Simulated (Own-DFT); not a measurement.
## Calculated data, GaP (zincblende, strained, atoms displaced), SiC (4H silicon carbide, atoms displaced)

All values are calculated (Own-DFT development build). A calculation, not a measurement: plane-wave PBE density functional theory by an unreviewed code, no spin, of a simulated periodic cell, stress positive in tension, free energy of the whole cell less one offset for each atom, forces on such cells passed a denser k mesh, this cell's mesh not checked; offsets are fitted by least squares, one for each functional and potential file, so energies compare only between cells with the same atoms and settings and are not formation energies; the far tail of each file's local potential was reset to the Coulomb form; each entry is a single point on an unrelaxed cell, so the pressure reflects the starting lattice, mostly measured values (interpolated for alloys), from which strain is counted, and rises with the displacements; printed positions are rounded, which can move forces by about a meV/angstrom; the program, named Own-DFT, is a retired in-house code; no spin-orbit coupling.

Settings shared by all entries: functional PBE; potential files PseudoDojo norm-conserving, scalar-relativistic, standard set; wave cutoff 42 hartree; occupations Fermi-Dirac; smearing width 0.1 eV.

```yaml
- entry: 1
  formula: GaP
  kind: "zincblende, strained, atoms displaced"
  structure:
    cell_angstrom: [[10.862, 0.0, 0.0], [0.0, 10.862, 0.0], [0.0, 0.0, 10.9361]]
    atoms_fractional:
      - [Ga, 0.99442, 0.00104, 0.99653]
      - [Ga, 0.00468, 0.25096, 0.252]
      - [Ga, 0.24745, 0.00765, 0.24682]
      - [Ga, 0.2569, 0.25124, 0.00416]
      - [P, 0.12789, 0.12115, 0.13136]
      - [P, 0.12087, 0.38177, 0.37494]
      - [P, 0.37514, 0.11827, 0.36556]
      - [P, 0.37897, 0.38176, 0.1331]
      - [Ga, 0.00331, 0.00095, 0.49735]
      - [Ga, 0.00424, 0.25511, 0.74864]
      - [Ga, 0.25265, 0.99596, 0.74866]
      - [Ga, 0.25724, 0.25059, 0.50617]
      - [P, 0.12762, 0.12829, 0.62488]
      - [P, 0.12991, 0.37827, 0.87555]
      - [P, 0.37404, 0.13161, 0.87766]
      - [P, 0.37159, 0.37104, 0.61437]
      - [Ga, 0.99578, 0.50271, 0.99245]
      - [Ga, 0.00148, 0.74623, 0.25471]
      - [Ga, 0.2492, 0.5033, 0.25481]
      - [Ga, 0.2518, 0.75024, 0.99727]
      - [P, 0.12513, 0.62388, 0.13136]
      - [P, 0.12903, 0.87105, 0.37988]
      - [P, 0.36842, 0.63005, 0.37112]
      - [P, 0.37921, 0.875, 0.12859]
      - [Ga, 0.99201, 0.49657, 0.49934]
      - [Ga, 0.00249, 0.75558, 0.75387]
      - [Ga, 0.25247, 0.50019, 0.74809]
      - [Ga, 0.24961, 0.75411, 0.4998]
      - [P, 0.12554, 0.63121, 0.62778]
      - [P, 0.12715, 0.8706, 0.87542]
      - [P, 0.3815, 0.61601, 0.86937]
      - [P, 0.38283, 0.87367, 0.62296]
      - [Ga, 0.51108, 0.00569, 0.00345]
      - [Ga, 0.49577, 0.25448, 0.25216]
      - [Ga, 0.74336, 0.00272, 0.24582]
      - [Ga, 0.75277, 0.25602, 0.99917]
      - [P, 0.62047, 0.12367, 0.1198]
      - [P, 0.6221, 0.37893, 0.3686]
      - [P, 0.87205, 0.11651, 0.36892]
      - [P, 0.86773, 0.37708, 0.13596]
      - [Ga, 0.49949, 0.00057, 0.503]
      - [Ga, 0.50357, 0.24882, 0.74404]
      - [Ga, 0.74987, 0.00108, 0.74637]
      - [Ga, 0.7477, 0.25755, 0.4979]
      - [P, 0.63204, 0.13035, 0.61942]
      - [P, 0.62987, 0.37104, 0.88414]
      - [P, 0.87361, 0.11875, 0.88263]
      - [P, 0.87287, 0.3818, 0.62907]
      - [Ga, 0.49796, 0.49964, 0.00439]
      - [Ga, 0.4988, 0.74562, 0.2458]
      - [Ga, 0.75298, 0.505, 0.25429]
      - [Ga, 0.74928, 0.75229, 0.0073]
      - [P, 0.61542, 0.62661, 0.1197]
      - [P, 0.62511, 0.87631, 0.36454]
      - [P, 0.87881, 0.61151, 0.37691]
      - [P, 0.8811, 0.87752, 0.12066]
      - [Ga, 0.49744, 0.50744, 0.50532]
      - [Ga, 0.50399, 0.74959, 0.75535]
      - [Ga, 0.74751, 0.50089, 0.74848]
      - [Ga, 0.74722, 0.74902, 0.50684]
      - [P, 0.61943, 0.63577, 0.62405]
      - [P, 0.61162, 0.87224, 0.87156]
      - [P, 0.87517, 0.61932, 0.87711]
      - [P, 0.87541, 0.86658, 0.62617]
  settings:
    hardware: "one NVIDIA H100"
    k_mesh: "3 x 3 x 3 centred on Gamma"
  results:
    "free_energy_of_cell_above_offsets [eV]": "-32.609"
    "pressure [GPa]": 3.76
    "stress_xx [GPa]": -3.94
    "stress_yy [GPa]": -3.93
    "stress_zz [GPa]": -3.4
    "stress_yz [GPa]": -0.17
    "stress_xz [GPa]": -1.04
    "stress_xy [GPa]": -0.32
    force_element: [Ga, Ga, Ga, Ga, P, P, P, P, Ga, Ga, Ga, Ga, P, P, P, P, Ga, Ga, Ga, Ga, P, P, P, P, Ga, Ga, Ga, Ga, P, P, P, P, Ga, Ga, Ga, Ga, P, P, P, P, Ga, Ga, Ga, Ga, P, P, P, P, Ga, Ga, Ga, Ga, P, P, P, P, Ga, Ga, Ga, Ga, P, P, P, P]
    "force_x [eV/angstrom]": [1.647, -0.595, 0.436, -0.569, -1.003, 0.745, 0.248, -0.868, -0.356, -0.362, 0.105, -1.344, -0.199, -0.201, 0.623, 1.454, 0.698, -0.178, -0.24, 0.467, -0.061, -0.534, 0.815, -0.553, 1.458, -0.394, -0.243, 0.424, -0.181, 0.0, -0.514, -0.627, -2.07, 0.437, 0.535, 0.425, 1.19, 0.017, 0.306, 1.174, 0.6, -0.207, -0.135, 0.699, -0.56, -1.114, -0.242, -0.007, 0.219, -0.172, -1.312, -0.119, 1.519, -0.129, -0.871, -0.705, -0.208, -1.297, -0.564, 0.425, 0.394, 2.278, -0.806, 0.199]
    "force_y [eV/angstrom]": [-0.381, -0.178, -2.068, 0.364, 1.103, -0.979, 1.007, -0.326, -0.269, -0.422, 0.37, -1.053, -0.455, -0.335, -0.912, 1.362, -0.819, 0.287, -0.249, -0.535, 0.057, 0.961, -0.149, 0.515, 0.109, -1.003, -0.139, -0.458, -0.68, 1.024, 0.673, -0.14, -1.097, -0.749, -0.316, -0.991, 1.794, 0.319, 1.18, -0.355, 0.152, 0.321, -0.561, -0.098, -0.542, 0.909, 1.372, -1.002, -0.493, 0.436, 0.002, -0.095, -0.161, -0.637, 2.429, -0.514, -0.245, -0.41, 0.379, 0.214, -1.392, 1.113, 1.508, 1.248]
    "force_z [eV/angstrom]": [0.5, 0.05, 0.485, 0.408, -1.682, 0.649, 1.545, -0.466, 0.258, 0.525, 0.208, -2.217, 0.054, 0.326, -0.556, 1.874, 1.615, -0.036, -0.261, 0.63, -1.252, -0.916, 0.846, -0.832, 1.001, 0.045, -0.52, 0.551, -0.398, 0.177, 0.515, 0.509, -1.013, -0.25, -0.591, 1.055, 1.143, 1.017, 0.719, -1.285, -0.916, 0.58, 0.324, -0.673, 0.265, -1.554, -1.478, -0.289, -0.663, 0.529, -0.746, -0.919, 0.777, 1.297, 0.07, 1.162, -1.074, -0.676, 0.519, -1.707, 0.522, 0.948, -0.69, -0.039]
    "wall_time [s]": 535.2
- entry: 2
  formula: GaP
  kind: "zincblende, strained, atoms displaced"
  structure:
    cell_angstrom: [[10.862, 0.0, 0.0], [0.0, 10.862, 0.0], [0.0, 0.0, 10.9439]]
    atoms_fractional:
      - [Ga, 0.00079, 0.99726, 0.00079]
      - [Ga, 0.00176, 0.25271, 0.25179]
      - [Ga, 0.24701, 0.00087, 0.25025]
      - [Ga, 0.2493, 0.24633, 0.99783]
      - [P, 0.12588, 0.12861, 0.11975]
      - [P, 0.12397, 0.37849, 0.37769]
      - [P, 0.37319, 0.13396, 0.37492]
      - [P, 0.37381, 0.37462, 0.12347]
      - [Ga, 0.0015, 0.00032, 0.49824]
      - [Ga, 0.99856, 0.25064, 0.74931]
      - [Ga, 0.25288, 0.00193, 0.75131]
      - [Ga, 0.25337, 0.24535, 0.50013]
      - [P, 0.12463, 0.12955, 0.62027]
      - [P, 0.12075, 0.3721, 0.8743]
      - [P, 0.38218, 0.12201, 0.87653]
      - [P, 0.3781, 0.37511, 0.62428]
      - [Ga, 0.00029, 0.50197, 0.99665]
      - [Ga, 0.0016, 0.74736, 0.24953]
      - [Ga, 0.25078, 0.49878, 0.2523]
      - [Ga, 0.25093, 0.74976, 0.99781]
      - [P, 0.12542, 0.62854, 0.1266]
      - [P, 0.12458, 0.87873, 0.37843]
      - [P, 0.37024, 0.62746, 0.37721]
      - [P, 0.37603, 0.87466, 0.12104]
      - [Ga, 0.00096, 0.49994, 0.50896]
      - [Ga, 0.00245, 0.74638, 0.74995]
      - [Ga, 0.25037, 0.50247, 0.75046]
      - [Ga, 0.24447, 0.75263, 0.49988]
      - [P, 0.12596, 0.62124, 0.62346]
      - [P, 0.125, 0.87632, 0.87626]
      - [P, 0.37182, 0.61982, 0.87513]
      - [P, 0.37278, 0.87521, 0.62356]
      - [Ga, 0.5006, 0.00229, 0.00013]
      - [Ga, 0.4992, 0.2494, 0.25167]
      - [Ga, 0.74782, 0.00236, 0.25887]
      - [Ga, 0.75192, 0.25251, 0.99983]
      - [P, 0.62709, 0.12252, 0.12786]
      - [P, 0.62699, 0.37503, 0.37431]
      - [P, 0.87492, 0.12402, 0.37839]
      - [P, 0.86864, 0.37817, 0.12143]
      - [Ga, 0.4976, 0.99817, 0.49819]
      - [Ga, 0.50104, 0.24351, 0.75231]
      - [Ga, 0.74842, 0.00185, 0.75398]
      - [Ga, 0.75045, 0.25354, 0.50053]
      - [P, 0.62351, 0.12609, 0.627]
      - [P, 0.62176, 0.37518, 0.87469]
      - [P, 0.87628, 0.12789, 0.87699]
      - [P, 0.87514, 0.37453, 0.62868]
      - [Ga, 0.49963, 0.49653, 0.99637]
      - [Ga, 0.4954, 0.74527, 0.24537]
      - [Ga, 0.75145, 0.49828, 0.24786]
      - [Ga, 0.75011, 0.74541, 0.99656]
      - [P, 0.62702, 0.62061, 0.12189]
      - [P, 0.62729, 0.87405, 0.3734]
      - [P, 0.87786, 0.62249, 0.37492]
      - [P, 0.86871, 0.87385, 0.12526]
      - [Ga, 0.49589, 0.50033, 0.50146]
      - [Ga, 0.49873, 0.74628, 0.75179]
      - [Ga, 0.74917, 0.49892, 0.74894]
      - [Ga, 0.74804, 0.74678, 0.5029]
      - [P, 0.62655, 0.6216, 0.62733]
      - [P, 0.6286, 0.87376, 0.8725]
      - [P, 0.86871, 0.62446, 0.87836]
      - [P, 0.87411, 0.87258, 0.62617]
  settings:
    k_mesh: "3 x 3 x 3 centred on Gamma"
  results:
    "free_energy_of_cell_above_offsets [eV]": "-35.107"
    "pressure [GPa]": 3.12
    "stress_xx [GPa]": -3.3
    "stress_yy [GPa]": -3.29
    "stress_zz [GPa]": -2.76
    "stress_yz [GPa]": -0.07
    "stress_xz [GPa]": 0.33
    "stress_xy [GPa]": -0.08
    force_element: [Ga, Ga, Ga, Ga, P, P, P, P, Ga, Ga, Ga, Ga, P, P, P, P, Ga, Ga, Ga, Ga, P, P, P, P, Ga, Ga, Ga, Ga, P, P, P, P, Ga, Ga, Ga, Ga, P, P, P, P, Ga, Ga, Ga, Ga, P, P, P, P, Ga, Ga, Ga, Ga, P, P, P, P, Ga, Ga, Ga, Ga, P, P, P, P]
    "force_x [eV/angstrom]": [-0.452, -0.402, 0.388, 0.414, -0.413, 0.176, 0.321, 0.016, -0.452, 0.091, -0.373, -0.452, 0.028, 0.651, -0.998, -0.474, -0.11, -0.416, -0.184, -0.136, 0.265, -0.139, 0.313, -0.259, -0.431, -0.375, -0.193, 0.293, 0.17, 0.143, 0.371, 0.142, 0.726, 0.361, 0.353, -0.588, -0.127, -0.395, 0.212, 1.231, 0.207, -0.015, 0.441, -0.1, 0.306, 0.424, -0.007, -0.165, -0.101, 0.54, -0.142, -0.432, -0.513, -0.805, -0.231, 0.469, 0.549, 0.022, -0.019, 0.291, -0.538, -0.714, 1.021, 0.217]
    "force_y [eV/angstrom]": [0.143, 0.065, 0.22, 0.48, -0.549, -0.39, -1.524, -0.11, -0.063, -0.307, 0.054, 1.249, -0.578, 0.376, 0.32, -0.426, -0.021, 0.643, 0.122, 0.028, -0.601, -0.39, -0.113, 0.195, -0.243, 0.163, -0.899, -0.074, 0.646, -0.213, 0.599, -0.276, -0.667, 0.324, -0.2, -0.286, 0.424, 0.284, 0.501, -0.277, 0.298, 0.847, 0.054, -0.306, -0.365, -0.425, -0.406, 0.077, 0.165, 0.212, 0.282, 0.698, 0.216, -0.535, 0.015, 0.109, 0.098, 0.256, -0.161, 0.116, 0.189, -0.095, -0.306, 0.342]
    "force_z [eV/angstrom]": [0.228, -0.323, -0.226, -0.25, 0.773, 0.184, -0.313, 0.098, 0.638, -0.033, -0.235, 0.169, 0.797, -0.077, -0.109, 0.534, 0.502, 0.156, -0.276, 0.14, -0.391, -0.76, -0.082, 0.363, -0.877, 0.168, -0.22, 0.168, 0.489, -0.413, 0.153, 0.268, 0.257, -0.49, -0.741, -0.029, -0.163, 0.076, -0.19, 0.332, -0.113, -0.283, -0.461, 0.173, -0.52, -0.26, -0.123, -0.221, 0.488, 0.179, 0.397, 0.626, 0.135, 0.319, 0.322, 0.261, -0.346, -0.179, 0.41, -0.364, -0.279, 0.438, -0.933, 0.039]
- entry: 3
  formula: SiC
  kind: "4H silicon carbide, atoms displaced"
  structure:
    cell_angstrom: [[6.1654, 0.0, 0.0], [-3.0827, 5.3394, 0.0], [0.0, 0.0, 10.0681]]
    atoms_fractional:
      - [Si, 0.02084, 0.00826, 0.41148]
      - [Si, 0.18162, 0.31215, 0.13161]
      - [C, 0.04077, 0.00386, 0.12127]
      - [C, 0.14995, 0.34161, 0.33807]
      - [Si, 0.97399, 0.46784, 0.407]
      - [Si, 0.17375, 0.83, 0.14437]
      - [C, 0.00828, 0.48586, 0.087]
      - [C, 0.15099, 0.81037, 0.34366]
      - [Si, 0.49278, 0.9794, 0.4091]
      - [Si, 0.65738, 0.34137, 0.15943]
      - [C, 0.49112, 0.99981, 0.08317]
      - [C, 0.60687, 0.29314, 0.33301]
      - [Si, 0.46772, 0.48195, 0.39674]
      - [Si, 0.70082, 0.83549, 0.15279]
      - [C, 0.49223, 0.51493, 0.09849]
      - [C, 0.69423, 0.8589, 0.35281]
      - [Si, 0.99279, 0.98979, 0.89736]
      - [Si, 0.82311, 0.65436, 0.64698]
      - [C, 0.01202, 0.99167, 0.58894]
      - [C, 0.84079, 0.67837, 0.84044]
      - [Si, 0.99829, 0.47554, 0.88989]
      - [Si, 0.82992, 0.1267, 0.65827]
      - [C, 0.0093, 0.47865, 0.6107]
      - [C, 0.82876, 0.16798, 0.84876]
      - [Si, 0.48458, 0.98837, 0.88743]
      - [Si, 0.3263, 0.66509, 0.65853]
      - [C, 0.4639, 0.99564, 0.6031]
      - [C, 0.33474, 0.65528, 0.84136]
      - [Si, 0.49789, 0.52684, 0.88664]
      - [Si, 0.33057, 0.17657, 0.65588]
      - [C, 0.4969, 0.49573, 0.58426]
      - [C, 0.36012, 0.20703, 0.85445]
  settings:
    hardware: "one NVIDIA H100"
    k_mesh: "5 x 5 x 3 centred on Gamma"
  results:
    "free_energy_of_cell_above_offsets [eV]": "4.189"
    "pressure [GPa]": 8.74
    "stress_xx [GPa]": -9.95
    "stress_yy [GPa]": -13.4
    "stress_zz [GPa]": -2.87
    "stress_yz [GPa]": 0.15
    "stress_xz [GPa]": 0.01
    "stress_xy [GPa]": 2.4
    force_element: [Si, Si, C, C, Si, Si, C, C, Si, Si, C, C, Si, Si, C, C, Si, Si, C, C, Si, Si, C, C, Si, Si, C, C, Si, Si, C, C]
    "force_x [eV/angstrom]": [-0.487, -4.204, -4.862, 1.82, -1.65, 4.501, -1.535, 0.777, -1.751, 1.646, 2.57, 1.917, 1.32, -3.825, 4.088, -0.7, 1.211, 1.841, -1.09, 0.184, -1.861, -2.284, -3.399, 0.922, 0.245, 1.34, 4.538, -5.13, 6.342, -0.266, -0.658, -1.56]
    "force_y [eV/angstrom]": [-0.444, 5.046, -2.907, -2.054, 2.034, -4.08, 0.129, -0.141, -0.254, -1.627, 0.65, 1.76, 2.337, 1.45, 1.003, -2.801, 2.978, -0.134, -0.765, -1.987, 4.155, 2.479, -1.369, -4.874, 2.221, -0.061, -0.839, 2.896, -1.581, 0.77, 0.694, -4.685]
    "force_z [eV/angstrom]": [-2.987, 4.141, -5.33, -0.472, 0.03, 2.81, -0.913, 0.399, -0.75, -3.648, -0.353, 3.152, 0.126, 1.879, -2.352, -1.082, 2.055, 0.479, 1.919, -1.242, 3.617, -0.227, -2.462, -2.275, 3.991, -1.542, -1.118, -2.301, 5.261, 1.495, 0.755, -3.055]
    "wall_time [s]": 127.2
```
